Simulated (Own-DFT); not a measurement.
# Response to strain: wurtzite GaN, 96 atoms (Ga48N48)

Calculated results; nothing here was measured. The program, named Own-DFT, is a retired in-house plane-wave density functional code that no person has reviewed. Each row is one single-point run on a periodic cell that was not relaxed, without spin or spin-orbit coupling.

Settings of every run: PBE; PseudoDojo norm-conserving scalar-relativistic files (stringent for Ga); cutoff 96 hartree; 3 x 4 x 3 k mesh centred on Gamma; Gaussian smearing of 0.01 eV.

Known limits: forces on such cells passed a denser k mesh, each cell not checked; stress not checked against mesh or cutoff.

Unstrained cell vectors in Å: (12.756, 0.000, 0.000); (-4.784, 8.285, 0.000); (0.000, 0.000, 10.370). The unstrained cell has measured lattice constants (interpolated for alloys), not those of this functional. That, the random moves and any unrelaxed bonds set the pressure at no strain. Each run strains this cell uniformly, with the atoms carried along. Every atom was also moved at random, by a Gaussian of width 0.05 Å on each axis. Strain is the symmetric tensor, in per cent. Stress is positive in tension, and the pressure is minus a third of its trace.

```
run  e_xx (%)  e_yy (%)  e_zz (%)  e_yz (%)  e_xz (%)  e_xy (%)  s_xx (GPa)  s_yy (GPa)  s_zz (GPa)  s_yz (GPa)  s_xz (GPa)  s_xy (GPa)  P (GPa)  E (meV/atom)
  1     -0.73     -0.23      0.27     -0.64     -1.45     -0.39       -8.75       -9.16       -8.12       -1.30       -3.06       -1.49     8.68          27.8
  2     -0.45      1.32      0.80      0.99     -0.46     -1.97       -6.54       -0.98       -5.03        2.15       -1.15       -5.09     4.18          19.1
  3     -1.90      0.00     -1.65      1.16     -0.23      1.48      -17.37      -11.46      -17.53        2.75       -1.04        4.67    15.45          61.8
  4     -1.89     -0.77      1.41     -1.71      1.40      0.83      -14.18      -12.36       -3.51       -3.95        2.49        3.60    10.02          33.2
  5     -0.99     -1.33      1.55      1.93      1.59      0.96      -11.84      -13.34       -2.09        3.61        4.49        3.30     9.09          31.7
  6      0.57     -0.60      1.79      0.30      1.62     -1.69       -4.09       -7.87        0.61        0.47        3.14       -4.52     3.79          12.7
  7     -0.17     -1.91     -0.07      0.36     -0.59     -0.74      -11.48      -13.03      -10.63        1.20       -0.72       -1.27    11.71          36.2
  8     -1.13      0.25     -1.28      0.24     -0.40     -0.13      -12.03       -7.30      -14.83        0.14       -0.30       -1.89    11.39          22.1
  9     -1.23     -1.91     -1.60      1.28      0.73      0.07      -17.24      -17.66      -17.90        1.46        2.17        0.43    17.60          59.8
 10      0.94     -1.77     -1.23     -0.43     -0.64      0.57       -5.38      -15.63      -13.03       -1.47       -1.55        1.27    11.35          20.6
 11      0.19     -0.82     -1.38     -0.53     -0.17     -0.47       -7.69      -12.26      -13.88       -0.81       -0.52       -0.87    11.28          22.0
 12     -1.36     -1.80      0.41      1.26     -0.98     -0.89      -15.21      -16.22       -7.59        2.87       -2.33       -4.18    13.01          35.4
 13      0.04      1.62      0.22     -1.05      0.71      1.90       -3.78        0.48       -7.21       -2.42        1.38        5.12     3.50           8.3
 14      0.12     -0.78     -0.52     -0.62     -1.08      0.54       -8.44      -10.12      -10.04       -1.42       -3.37        0.97     9.53          23.1
 15      1.33      1.67      0.31     -0.87     -1.31     -0.52        0.67        0.22       -3.02       -2.08       -2.83       -1.25     0.71           0.0
 16     -1.81      0.07     -0.59      0.08      0.80     -1.73           ?           ?           ?           ?           ?           ?        ?             ?
```

E is the free energy for each atom above the lowest run shown.

## Worked fit

Each stress component was fitted by least squares to a constant and the strains of the runs shown, as fractions, with shears doubled. Shear strains stay in the fit of a normal stress only where such slopes are resolved. The slopes, in GPa:

| stress | at no strain | per e_xx | per e_yy | per e_zz | scatter |
|---|---|---|---|---|---|
| s_xx | -6.9 | 432 ± 25 | 144 ± 20 | 88 ± 20 | 0.89 |
| s_yy | -7.3 | 108 ± 31 | 416 ± 25 | 73 ± 26 | 1.12 |
| s_zz | -7.9 | 121 ± 22 | 39 ± 18 | 458 ± 18 | 0.80 |

Each shear stress against twice its own strain: yz 105 ± 7, xz 112 ± 10, xy 139 ± 14 GPa. These are stiffnesses along x, y and z of the frame in which the cell vectors are given, which need not be the crystal's axes. The atoms are held to the strained lattice; where symmetry lets them move under strain, relaxing them would lower some slopes. The table should be nearly symmetric about its diagonal, and what it lacks of that shows the noise. A ninth of its sum, 209 ± 4 GPa, estimates the bulk modulus near the mean pressure of these runs, 9.4 GPa, so it lies above the value at zero pressure.

## Withheld run

Question: what normal stresses and pressure should run 16 give?

The fit gives s_xx = -15.1, s_yy = -9.4, s_zz = -12.8 and P = 12.4 GPa. The calculation gave -14.06, -10.79, -11.62 and P = 12.16 GPa.
